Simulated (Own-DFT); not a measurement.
# How strain changes the stress of 4H SiC, 72 atoms (C36Si36)

These are calculations, not measurements. The program, named Own-DFT, is a retired in-house plane-wave density functional code that no person has reviewed. Each row is one single-point run on a periodic cell that was not relaxed, without spin or spin-orbit coupling.

Settings of every run: PBE; PseudoDojo norm-conserving scalar-relativistic files; cutoff 42 hartree; 4 x 4 x 3 k mesh centred on Gamma; Fermi-Dirac smearing of 0.1 eV.

Known limits: forces on such cells passed a denser k mesh, each cell not checked; stress not checked against mesh or cutoff.

Unstrained cell vectors in Å: (9.248, 0.000, 0.000); (-4.624, 8.009, 0.000); (0.000, 0.000, 10.068). The unstrained cell has measured lattice constants (interpolated for alloys), not those of this functional. That, the random moves and any unrelaxed bonds set the pressure at no strain. Each run strains this cell uniformly, with the atoms carried along. Every atom was also moved at random, by a Gaussian of width 0.05 Å on each axis. Strain is the symmetric tensor, in per cent. Stress is positive in tension, and the pressure is minus a third of its trace.

| run | e_xx (%) | e_yy (%) | e_zz (%) | e_yz (%) | e_xz (%) | e_xy (%) | s_xx (GPa) | s_yy (GPa) | s_zz (GPa) | s_yz (GPa) | s_xz (GPa) | s_xy (GPa) | P (GPa) | E (meV/atom) |
|---|---|---|---|---|---|---|---|---|---|---|---|---|---|---|
| 1 | 0.28 | -1.58 | -0.32 | 0.26 | -1.26 | 1.36 | -4.38 | -15.03 | -8.01 | 0.74 | -4.51 | 5.87 | 9.14 | 22.7 |
| 2 | -1.13 | 0.32 | -0.71 | -0.57 | -0.42 | 0.11 | -11.33 | -4.79 | -11.65 | -0.56 | -1.91 | -0.55 | 9.26 | 39.9 |
| 3 | 1.47 | -1.80 | 1.66 | -0.87 | -1.42 | -1.83 | 2.32 | -14.07 | 2.44 | -2.77 | -4.74 | -9.01 | 3.10 | 29.7 |
| 4 | -1.03 | 0.06 | -0.85 | 0.30 | 0.42 | 1.18 | -11.40 | -5.63 | -12.23 | 1.66 | 0.00 | 6.50 | 9.75 | 23.5 |
| 5 | 0.35 | 0.78 | -1.28 | -0.48 | -1.18 | 1.52 | -2.30 | -1.29 | -13.91 | -1.49 | -3.31 | 6.43 | 5.83 | 18.7 |
| 6 | -1.00 | -0.97 | -0.99 | -0.58 | -0.03 | -0.04 | -11.54 | -11.46 | -14.61 | -2.28 | -0.44 | -1.52 | 12.53 | 30.2 |
| 7 | -0.46 | -0.95 | -0.16 | -0.06 | -1.68 | 0.18 | -9.04 | -10.30 | -7.67 | -0.36 | -5.99 | 1.92 | 9.00 | 27.3 |
| 8 | 0.91 | -1.80 | 1.79 | -1.10 | 0.01 | 0.86 | -0.38 | -14.57 | 3.90 | -4.41 | 0.28 | 4.80 | 3.68 | 15.5 |
| 9 | -1.75 | 0.98 | 0.24 | -0.35 | -1.00 | -0.66 | -13.51 | -0.61 | -5.22 | -1.58 | -3.49 | -1.95 | 6.45 | 13.4 |
| 10 | 1.85 | 0.68 | -1.80 | -1.32 | 1.54 | -0.16 | 4.91 | 1.71 | -18.59 | -3.77 | 4.36 | -1.23 | 3.99 | 21.4 |
| 11 | 0.18 | 0.62 | 0.99 | 1.31 | 1.24 | -1.36 | -1.42 | -0.93 | -0.70 | 4.51 | 4.13 | -5.64 | 1.02 | 0.9 |
| 12 | -0.12 | -1.92 | -0.52 | -1.17 | 0.74 | -1.39 | -6.54 | -15.69 | -13.52 | -4.01 | 2.23 | -5.87 | 11.92 | 54.7 |
| 13 | 1.72 | -0.63 | -1.29 | 0.57 | 0.71 | -1.54 | 1.91 | -7.29 | -11.34 | 2.25 | 2.62 | -7.06 | 5.57 | 20.1 |
| 14 | -1.07 | -0.22 | 0.14 | -0.42 | 1.93 | 0.94 | -11.98 | -6.71 | -6.12 | -1.07 | 6.66 | 3.88 | 8.27 | 35.5 |
| 15 | -1.12 | -0.36 | -1.17 | 0.77 | 0.27 | -0.05 | -12.16 | -7.27 | -15.36 | 3.30 | 1.73 | -0.89 | 11.60 | 20.1 |
| 16 | 0.43 | 1.45 | 1.44 | 1.41 | -1.60 | 0.84 | -0.16 | 3.98 | 2.73 | 4.19 | -5.41 | 3.76 | -2.18 | 0.0 |
| 17 | -0.74 | 1.42 | 1.78 | 1.05 | -1.27 | -1.39 | ? | ? | ? | ? | ? | ? | ? | ? |

E is the free energy for each atom above the lowest run shown.

## Worked fit

Each stress component was fitted by least squares to a constant and the strains of the runs shown, as fractions, with shears doubled. Shear strains stay in the fit of a normal stress only where such slopes are resolved. The slopes, in GPa:

```
stress,at no strain,per e_xx,per e_yy,per e_zz,scatter
s_xx,-4.8,550 ± 18,95 ± 19,68 ± 18,0.78
s_yy,-4.9,88 ± 17,582 ± 17,2 ± 16,0.70
s_zz,-6.8,52 ± 33,53 ± 34,614 ± 33,1.40
```

Each shear stress against twice its own strain: yz 168 ± 9, xz 166 ± 8, xy 228 ± 12 GPa. These are stiffnesses along x, y and z of the frame in which the cell vectors are given, which need not be the crystal's axes. The atoms are held to the strained lattice; where symmetry lets them move under strain, relaxing them would lower some slopes. The table should be nearly symmetric about its diagonal, and what it lacks of that shows the noise. A ninth of its sum, 234 ± 4 GPa, estimates the bulk modulus near the mean pressure of these runs, 6.8 GPa, so it lies above the value at zero pressure.

## Withheld run

Question: what normal stresses and pressure should run 17 give?

The fit gives s_xx = -6.3, s_yy = 2.7, s_zz = 4.4 and P = -0.3 GPa. The calculation gave -6.97, 3.01, 3.72 and P = 0.08 GPa.
